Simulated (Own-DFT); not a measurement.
## Calculated data, GaP (zincblende, atoms displaced)

A calculation, not a measurement: plane-wave PBE density functional theory by an unreviewed code, no spin, of a simulated periodic cell, stress positive in tension, free energy of the whole cell less one offset for each atom, forces on such cells passed a denser k mesh, this cell's mesh not checked; offsets are fitted by least squares, one for each functional and potential file, so energies compare only between cells with the same atoms and settings and are not formation energies; the far tail of each file's local potential was reset to the Coulomb form; each entry is a single point on an unrelaxed cell, so the pressure reflects the starting lattice, mostly measured values (interpolated for alloys), from which strain is counted, and rises with the displacements; printed positions are rounded, which can move forces by about a meV/angstrom; the program, named Own-DFT, is a retired in-house code; no spin-orbit coupling. Program: Own-DFT development build.

Common to all runs: functional PBE; potential files PseudoDojo norm-conserving, scalar-relativistic, standard set; wave cutoff 42 hartree; occupations Fermi-Dirac; smearing width 0.1 eV; hardware one NVIDIA H200; k mesh 2 x 3 x 3 centred on Gamma.

(1) GaP (zincblende, atoms displaced)

```xyz
96
Lattice="16.3515 0.0000 0.0000 0.0000 10.9010 0.0000 0.0000 0.0000 10.9010" Properties=species:S:1:pos:R:3 GaP
Ga    16.3447     0.0108     0.0563
Ga    16.3211     2.7219     2.7097
Ga     2.7174    10.8701     2.6998
Ga     2.7498     2.7014     0.0203
P      1.3888     1.3674     1.3518
P      1.3629     4.0962     4.1090
P      4.1147     1.3591     4.0919
P      4.0938     4.0913     1.3589
Ga     0.0465     0.0217     5.4610
Ga     0.0221     2.7132     8.1843
Ga     2.7585     0.0033     8.1520
Ga     2.7445     2.7211     5.4640
P      1.3736     1.3818     6.8363
P      1.3706     4.0643     9.5306
P      4.0722     1.3547     9.5442
P      4.0478     4.0654     6.8051
Ga     0.0177     5.4548    10.8983
Ga     0.0070     8.1698     2.7255
Ga     2.7508     5.4332     2.7239
Ga     2.7361     8.1589     0.0059
P      1.3403     6.8346     1.3800
P      1.3596     9.5622     4.0632
P      4.0624     6.8118     4.0914
P      4.1220     9.6032     1.3565
Ga     0.0047     5.4949     5.4226
Ga     0.0035     8.2006     8.1838
Ga     2.7288     5.4546     8.1852
Ga     2.7613     8.1698     5.4796
P      1.3785     6.8297     6.8250
P      1.3558     9.5455     9.5017
P      4.0975     6.7889     9.5108
P      4.0688     9.5274     6.8471
Ga     5.4499    10.8470    10.8727
Ga     5.4686     2.7517     2.7229
Ga     8.1398     0.0159     2.7283
Ga     8.1602     2.7241     0.0212
P      6.8298     1.3696     1.3498
P      6.8759     4.1041     4.0710
P      9.5300     1.3715     4.1006
P      9.5791     4.1047     1.3438
Ga     5.4567     0.0072     5.4649
Ga     5.4526     2.7432     8.1918
Ga     8.1786     0.0171     8.1632
Ga     8.1729     2.7162     5.4495
P      6.8310     1.3542     6.8056
P      6.8299     4.1016     9.5676
P      9.5575     1.3386     9.5446
P      9.5575     4.0942     6.8258
Ga     5.4466     5.4025     0.0012
Ga     5.4665     8.1728     2.7544
Ga     8.1867     5.4369     2.7336
Ga     8.1603     8.1884    10.8928
P      6.8256     6.8120     1.3588
P      6.8034     9.5372     4.0602
P      9.5633     6.8150     4.0868
P      9.5413     9.5304     1.3485
Ga     5.4329     5.4423     5.4260
Ga     5.4578     8.1853     8.1701
Ga     8.1362     5.4384     8.1461
Ga     8.1723     8.1929     5.4371
P      6.8105     6.7837     6.7782
P      6.7627     9.5070     9.5429
P      9.5486     6.8404     9.5339
P      9.5607     9.5484     6.8316
Ga    10.9178    10.8991    10.8598
Ga    10.8751     2.7064     2.7700
Ga    13.6561    10.8948     2.7158
Ga    13.5992     2.7352     0.0049
P     12.2601     1.3845     1.3722
P     12.2555     4.0864     4.0820
P     14.9952     1.3841     4.1250
P     14.9668     4.0704     1.3433
Ga    10.8565    10.8923     5.4445
Ga    10.9059     2.7441     8.1753
Ga    13.6270    10.8837     8.2078
Ga    13.6293     2.7193     5.4859
P     12.2706     1.3477     6.8244
P     12.2623     4.0707     9.5315
P     15.0054     1.3600     9.5648
P     15.0033     4.0623     6.8346
Ga    10.8552     5.4585    10.8385
Ga    10.8964     8.1947     2.6736
Ga    13.6528     5.4664     2.7039
Ga    13.6395     8.1482    10.8928
P     12.2692     6.8250     1.3686
P     12.2494     9.5341     4.1011
P     14.9863     6.7741     4.0349
P     14.9747     9.5888     1.3571
Ga    10.8717     5.4199     5.4697
Ga    10.8973     8.1442     8.1690
Ga    13.6366     5.4657     8.1805
Ga    13.6400     8.2072     5.4619
P     12.2867     6.8305     6.8340
P     12.2831     9.5679     9.5503
P     15.0078     6.8219     9.5694
P     14.9847     9.5114     6.8251
```

```
free energy of cell above offsets : -53.461 eV
pressure                          : 2.73 GPa
stress xx                         : -2.73 GPa
stress yy                         : -2.72 GPa
stress zz                         : -2.74 GPa
stress yz                         : 0.09 GPa
stress xz                         : 0.11 GPa
stress xy                         : 0.02 GPa
wall time                         : 913.1 s
```

Force:
```csv
element,x (eV/Å),y (eV/Å),z (eV/Å)
Ga,0.327,-0.036,-0.631
Ga,0.319,0.068,0.203
Ga,0.191,0.519,0.231
Ga,-0.186,0.255,-0.237
P,-0.242,0.048,0.369
P,0.057,-0.201,-0.333
P,-0.271,0.024,-0.174
P,-0.02,-0.188,0.102
Ga,-0.388,-0.129,0.092
Ga,-0.291,-0.006,0.149
Ga,-0.496,0.108,0.329
Ga,-0.293,-0.192,-0.362
P,0.21,-0.215,-0.193
P,0.183,0.206,0.293
P,0.454,-0.017,-0.073
P,0.624,0.362,0.188
Ga,-0.037,-0.232,0.09
Ga,-0.354,0.384,-0.034
Ga,-0.508,0.135,0.02
Ga,0.006,0.296,-0.151
P,0.509,-0.356,-0.143
P,0.222,-0.464,0.44
P,0.338,0.07,-0.119
P,-0.303,-1.096,0.187
Ga,-0.017,-0.364,0.422
Ga,-0.033,-0.33,-0.031
Ga,-0.186,-0.17,-0.128
Ga,-0.519,0.208,-0.301
P,-0.239,-0.067,-0.055
P,0.222,0.209,0.631
P,0.125,0.129,0.395
P,0.562,0.159,-0.453
Ga,0.114,0.88,0.088
Ga,0.093,-0.198,0.095
Ga,0.471,-0.107,-0.156
Ga,0.59,0.012,-0.14
P,-0.519,-0.189,-0.056
P,-0.693,-0.233,0.288
P,-0.278,-0.287,-0.065
P,-0.404,-0.256,0.239
Ga,-0.096,-0.255,-0.049
Ga,-0.011,-0.132,-0.071
Ga,-0.023,-0.306,0.329
Ga,0.184,0.198,0.158
P,-0.272,0.262,0.194
P,-0.066,-0.293,-0.348
P,-0.369,0.48,-0.131
P,-0.518,-0.277,0.037
Ga,0.057,0.651,0.018
Ga,-0.295,-0.102,-0.472
Ga,0.414,0.388,-0.363
Ga,0.11,-0.108,0.087
P,-0.231,-0.165,0.062
P,0.071,0.162,0.524
P,-0.145,0.109,-0.047
P,-0.248,0.482,-0.078
Ga,0.017,-0.245,0.042
Ga,-0.084,-0.516,-0.18
Ga,0.45,0.201,0.284
Ga,0.233,-0.1,0.024
P,-0.181,0.444,0.103
P,0.79,0.296,-0.356
P,-0.685,-0.185,-0.305
P,-0.444,-0.288,-0.077
Ga,0.027,0.063,0.622
Ga,0.311,0.266,-0.449
Ga,-0.45,0.372,0.452
Ga,0.117,-0.225,-0.124
P,-0.144,-0.319,0.089
P,0.237,0.062,0.198
P,0.005,-0.289,-0.245
P,0.268,0.279,-0.014
Ga,0.538,0.153,0.096
Ga,0.056,-0.409,0.009
Ga,0.241,0.275,-0.234
Ga,-0.199,0.159,-0.17
P,-0.209,-0.066,-0.037
P,0.005,0.426,-0.018
P,-0.148,0.079,-0.103
P,0.111,0.517,-0.181
Ga,0.697,0.004,0.42
Ga,0.142,-0.172,0.5
Ga,-0.535,-0.454,-0.1
Ga,-0.154,0.442,0.205
P,-0.151,-0.289,-0.403
P,0.071,0.145,-0.297
P,-0.008,0.767,0.618
P,0.211,-0.896,0.11
Ga,0.561,0.456,-0.188
Ga,0.365,0.505,0.157
Ga,0.108,-0.188,0.11
Ga,-0.086,-0.456,-0.345
P,-0.163,-0.308,-0.389
P,-0.173,-0.778,-0.149
P,0.061,-0.131,-0.4
P,0.291,0.569,-0.139
```

(2) GaP (zincblende, atoms displaced)

```xyz
96
Lattice="16.3515 0.0000 0.0000 0.0000 10.9010 0.0000 0.0000 0.0000 10.9010" Properties=species:S:1:pos:R:3 GaP
Ga     0.0311    10.8556    10.8825
Ga     0.0065     2.7621     2.7177
Ga     2.7290    10.8976     2.7012
Ga     2.7537     2.7225     0.0026
P      1.3705     1.3613     1.3864
P      1.3684     4.1097     4.1036
P      4.0528     1.3641     4.0588
P      4.0804     4.0824     1.3417
Ga     0.0074     0.0068     5.4286
Ga     0.0194     2.7361     8.1689
Ga     2.7439     0.0015     8.1924
Ga     2.6581     2.7247     5.4506
P      1.3765     1.3473     6.8110
P      1.3208     4.1138     9.5184
P      4.0897     1.3609     9.5047
P      4.0781     4.0861     6.8170
Ga     0.0271     5.4235     0.0081
Ga     0.0088     8.1793     2.7181
Ga     2.6995     5.4413     2.7042
Ga     2.6954     8.1857     0.0431
P      1.3622     6.8105     1.3638
P      1.3999     9.5410     4.1068
P      4.0945     6.8176     4.1293
P      4.0661     9.5279     1.3585
Ga     0.0133     5.4600     5.4800
Ga     0.0202     8.2157     8.1593
Ga     2.7229     5.4377     8.1928
Ga     2.7321     8.2092     5.4610
P      1.3820     6.8344     6.8054
P      1.3552     9.5396     9.5364
P      4.1225     6.8090     9.5352
P      4.0761     9.5289     6.8279
Ga     5.4593    10.8578    10.8895
Ga     5.4718     2.7261     2.7157
Ga     8.1740     0.0306     2.7125
Ga     8.1392     2.7206    10.8782
P      6.8062     1.3650     1.3336
P      6.8177     4.0862     4.0932
P      9.5157     1.3881     4.0662
P      9.5613     4.0871     1.3377
Ga     5.4465    10.8801     5.4462
Ga     5.4701     2.7326     8.1753
Ga     8.1616    10.8777     8.1506
Ga     8.1712     2.7040     5.4482
P      6.7746     1.3741     6.8175
P      6.7914     4.1096     9.5553
P      9.5428     1.3548     9.5324
P      9.4904     4.1096     6.7940
Ga     5.4574     5.4850     0.0001
Ga     5.4372     8.1801     2.7428
Ga     8.1636     5.4741     2.6970
Ga     8.2335     8.1837     0.0401
P      6.8214     6.8188     1.3811
P      6.8317     9.5568     4.0934
P      9.5492     6.8452     4.0721
P      9.5645     9.5506     1.3708
Ga     5.4244     5.4509     5.4569
Ga     5.4595     8.1297     8.2002
Ga     8.2125     5.4543     8.1663
Ga     8.1919     8.1790     5.4632
P      6.7998     6.8227     6.8227
P      6.8217     9.5415     9.4791
P      9.5519     6.8004     9.5534
P      9.5145     9.5640     6.8022
Ga    10.8911     0.0117     0.0219
Ga    10.8818     2.7022     2.7326
Ga    13.6293    10.8865     2.7322
Ga    13.6557     2.7210     0.0516
P     12.2537     1.3599     1.3326
P     12.2759     4.0755     4.1305
P     15.0241     1.3500     4.0933
P     14.9758     4.1069     1.3463
Ga    10.8755    10.8540     5.4735
Ga    10.9283     2.7362     8.1621
Ga    13.6125    10.8991     8.1962
Ga    13.6271     2.7053     5.4536
P     12.2550     1.3381     6.8219
P     12.2561     4.1289     9.5470
P     14.9940     1.3192     9.5102
P     14.9768     4.0597     6.8246
Ga    10.8874     5.4464     0.0102
Ga    10.9335     8.1752     2.7084
Ga    13.6196     5.4381     2.7329
Ga    13.6345     8.1595     0.0044
P     12.2852     6.8281     1.3842
P     12.2874     9.5434     4.0692
P     14.9999     6.7858     4.0643
P     15.0015     9.5300     1.3693
Ga    10.8869     5.4312     5.4595
Ga    10.9043     8.1709     8.1833
Ga    13.5915     5.4780     8.1909
Ga    13.6405     8.1665     5.4355
P     12.2449     6.8023     6.8054
P     12.2169     9.5523     9.5471
P     14.9789     6.7953     9.5632
P     15.0183     9.5519     6.8256
```

```
free energy of cell above offsets : -53.596 eV
pressure                          : 2.72 GPa
stress xx                         : -2.71 GPa
stress yy                         : -2.72 GPa
stress zz                         : -2.72 GPa
stress yz                         : -0.09 GPa
stress xz                         : 0.14 GPa
stress xy                         : -0.12 GPa
wall time                         : 893.5 s
```

Force:
```csv
element,x (eV/Å),y (eV/Å),z (eV/Å)
Ga,-0.32,0.533,0.318
Ga,-0.059,-0.155,0.111
Ga,-0.034,0.014,0.225
Ga,-0.423,-0.074,-0.288
P,-0.186,0.086,-0.477
P,-0.271,0.017,-0.178
P,0.337,0.086,0.323
P,0.276,0.267,0.207
Ga,0.161,-0.15,0.255
Ga,-0.276,-0.362,-0.063
Ga,-0.155,-0.08,-0.193
Ga,0.688,-0.049,-0.03
P,-0.225,-0.014,0.182
P,0.64,-0.471,0.314
P,0.214,0.027,0.459
P,-0.128,-0.194,-0.052
Ga,-0.359,0.398,-0.052
Ga,0.048,0.022,0.283
Ga,0.479,0.125,0.295
Ga,0.296,-0.225,-0.62
P,-0.15,-0.079,0.029
P,-0.362,-0.004,-0.401
P,-0.329,-0.02,-0.536
P,0.324,0.022,0.057
Ga,-0.25,-0.075,-0.022
Ga,-0.24,-0.599,0.232
Ga,0.106,0.254,-0.174
Ga,0.084,-0.281,0.015
P,-0.036,-0.076,0.252
P,0.474,-0.163,-0.029
P,-0.762,0.111,0.348
P,0.35,-0.014,0.163
Ga,-0.117,0.234,-0.196
Ga,-0.274,-0.003,0.089
Ga,-0.077,-0.173,-0.042
Ga,0.41,0.097,-0.034
P,-0.091,-0.186,0.101
P,-0.03,0.168,-0.084
P,0.273,-0.49,0.416
P,-0.485,-0.156,0.301
Ga,-0.295,0.261,-0.061
Ga,-0.263,0.194,0.053
Ga,0.063,0.634,0.079
Ga,-0.259,0.135,0.045
P,0.391,-0.224,-0.176
P,0.282,0.034,-0.3
P,-0.176,0.109,-0.163
P,0.527,-0.514,0.113
Ga,-0.05,-0.208,0.213
Ga,0.106,0.009,0.093
Ga,0.35,-0.35,0.328
Ga,-0.518,0.038,-0.45
P,-0.183,0.351,-0.254
P,-0.051,-0.138,-0.148
P,0.005,-0.312,0.069
P,-0.093,0.094,0.255
Ga,0.298,-0.13,0.084
Ga,-0.103,0.465,-0.341
Ga,-0.575,0.135,0.261
Ga,-0.225,-0.073,-0.145
P,0.31,-0.252,-0.184
P,0.115,-0.434,0.785
P,-0.076,0.206,-0.09
P,0.18,-0.603,0.298
Ga,-0.1,0.019,-0.325
Ga,0.363,0.369,-0.118
Ga,0.153,0.349,-0.212
Ga,-0.197,-0.103,-0.863
P,0.203,0.007,0.597
P,-0.227,-0.089,-0.473
P,-0.364,0.285,-0.305
P,0.266,-0.079,0.367
Ga,0.259,0.53,-0.527
Ga,-0.324,0.128,0.111
Ga,-0.052,-0.243,-0.17
Ga,0.129,-0.206,0.095
P,0.011,0.064,-0.225
P,0.192,-0.567,0.151
P,0.169,0.513,0.508
P,-0.034,0.425,0.019
Ga,0.349,0.224,0.077
Ga,-0.114,0.121,0.2
Ga,-0.089,-0.015,0.09
Ga,-0.111,0.287,-0.103
P,-0.195,-0.368,-0.271
P,-0.285,-0.087,0.355
P,0.085,0.174,0.248
P,-0.072,0.058,-0.135
Ga,-0.095,0.23,-0.211
Ga,-0.174,0.082,-0.139
Ga,0.35,-0.208,-0.144
Ga,0.107,-0.002,0.135
P,0.103,0.272,-0.085
P,0.48,-0.228,0.115
P,0.396,0.267,-0.345
P,-0.463,-0.003,-0.283
```
